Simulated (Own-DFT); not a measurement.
# How strain changes the stress of hcp Hf, 36 atoms (Hf36)

These are calculations, not measurements. They come from Own-DFT, an in-house plane-wave density functional program, since retired, whose code no person has reviewed. Each row is one single-point run on a periodic cell that was not relaxed, without spin or spin-orbit coupling.

Settings of every run: PBE; PseudoDojo norm-conserving scalar-relativistic files; cutoff 42 hartree; 4 x 4 x 4 k mesh centred on Gamma; cold (Marzari-Vanderbilt) smearing of 0.2 eV.

Known limits: hafnium file: forces about 75 meV/angstrom off all-electron values; forces on such cells passed a denser k mesh, each cell not checked; stress not checked against mesh or cutoff.

Unstrained cell vectors in Å: (9.589, 0.000, 0.000); (-4.795, 8.304, 0.000); (0.000, 0.000, 10.102). The unstrained cell has measured lattice constants (interpolated for alloys), not those of this functional. That, the random moves and any unrelaxed bonds set the pressure at no strain. Each run strains this cell uniformly, with the atoms carried along. Every atom was also moved at random, by a Gaussian of width 0.05 Å on each axis. Strain is the symmetric tensor, in per cent. Stress is positive in tension, and the pressure is minus a third of its trace.

```
run  e_xx (%)  e_yy (%)  e_zz (%)  e_yz (%)  e_xz (%)  e_xy (%)  s_xx (GPa)  s_yy (GPa)  s_zz (GPa)  s_yz (GPa)  s_xz (GPa)  s_xy (GPa)  P (GPa)  E (meV/atom)
  1     -1.32     -1.56      1.81      0.73      1.92      0.51       -3.73       -4.00       -0.34        0.69        1.71        0.66     2.69          16.0
  2     -1.23     -1.04      1.43     -1.07     -1.14      1.64       -3.56       -3.20       -0.38       -1.05       -1.07        2.27     2.38          11.7
  3      0.99     -1.09     -1.91     -0.19      0.35      1.56       -1.29       -4.49       -6.03       -0.30        0.20        2.26     3.94          14.9
  4      1.22     -0.82     -0.20     -0.99      0.91     -0.02        0.38       -2.22       -1.69       -1.04        0.98        0.34     1.17           2.9
  5      0.34     -0.78      0.23     -1.42      0.83     -0.53       -0.64       -2.65       -1.57       -1.48        0.78       -0.69     1.62           2.8
  6     -0.27     -1.81     -0.51     -0.11      0.87      0.06       -3.54       -5.81       -4.49       -0.09        0.75        0.39     4.61          24.8
  7     -0.61     -1.41     -0.66      1.90     -1.80     -0.88       -4.07       -5.04       -4.97        1.88       -1.70       -0.98     4.69          26.2
  8     -1.16     -1.71      0.57      0.42      0.78      1.36       -4.38       -5.55       -2.44        0.45        0.80        1.76     4.12          18.8
  9      0.03      1.88     -1.98      1.67     -1.43     -1.00       -1.34        0.64       -4.47        1.68       -1.49       -0.85     1.72          15.3
 10     -1.44     -0.67     -0.88      0.59      0.35     -1.17       -5.40       -4.50       -5.17        0.58        0.50       -1.55     5.02          15.8
 11      0.33      1.64     -1.12      0.64      0.58      0.16       -0.62        1.24       -2.84        0.69        0.78        0.55     0.74          15.0
 12      1.56     -1.99      0.01      1.53      0.66     -0.86        0.52       -4.38       -1.75        1.64        0.60       -1.24     1.87          10.6
 13     -0.13      0.34      0.78      0.10      1.90      1.15       -0.79       -0.20        0.03       -0.01        1.88        1.53     0.32           3.4
 14      0.93      0.18      0.91      0.10      0.23      0.81        1.04        0.33        0.73        0.01        0.25        0.97    -0.70           6.5
 15      0.54      0.86      1.52     -1.03     -0.41      0.43        1.14        1.93        2.36       -0.96       -0.26        0.78    -1.81           0.0
 16     -1.47      0.99      1.48     -0.81     -1.91     -1.62           ?           ?           ?           ?           ?           ?        ?             ?
```

E is the free energy for each atom above the lowest run shown.

## Worked fit

Each stress component was fitted by least squares to a constant and the strains of the runs shown, as fractions, with shears doubled. Shear strains stay in the fit of a normal stress only where such slopes are resolved. The slopes, in GPa:

```
stress,at no strain,per e_xx,per e_yy,per e_zz,scatter
s_xx,-1.4,201 ± 5,62 ± 4,67 ± 4,0.17
s_yy,-1.4,72 ± 4,202 ± 3,82 ± 3,0.14
s_zz,-1.8,77 ± 6,71 ± 5,211 ± 5,0.21
```

Each shear stress against twice its own strain: yz 51 ± 1, xz 48 ± 2, xy 66 ± 3 GPa. These are stiffnesses along x, y and z of the frame in which the cell vectors are given, which need not be the crystal's axes. The atoms are held to the strained lattice; where symmetry lets them move under strain, relaxing them would lower some slopes. The table should be nearly symmetric about its diagonal, and what it lacks of that shows the noise. A ninth of its sum, 116 ± 2 GPa, estimates the bulk modulus near the mean pressure of these runs, 2.2 GPa, so it lies above the value at zero pressure.

## Withheld run

Question: what normal stresses and pressure should run 16 give?

The fit gives s_xx = -2.7, s_yy = 0.7, s_zz = 0.9 and P = 0.4 GPa. The calculation gave -2.77, 0.74, 1.09 and P = 0.31 GPa.
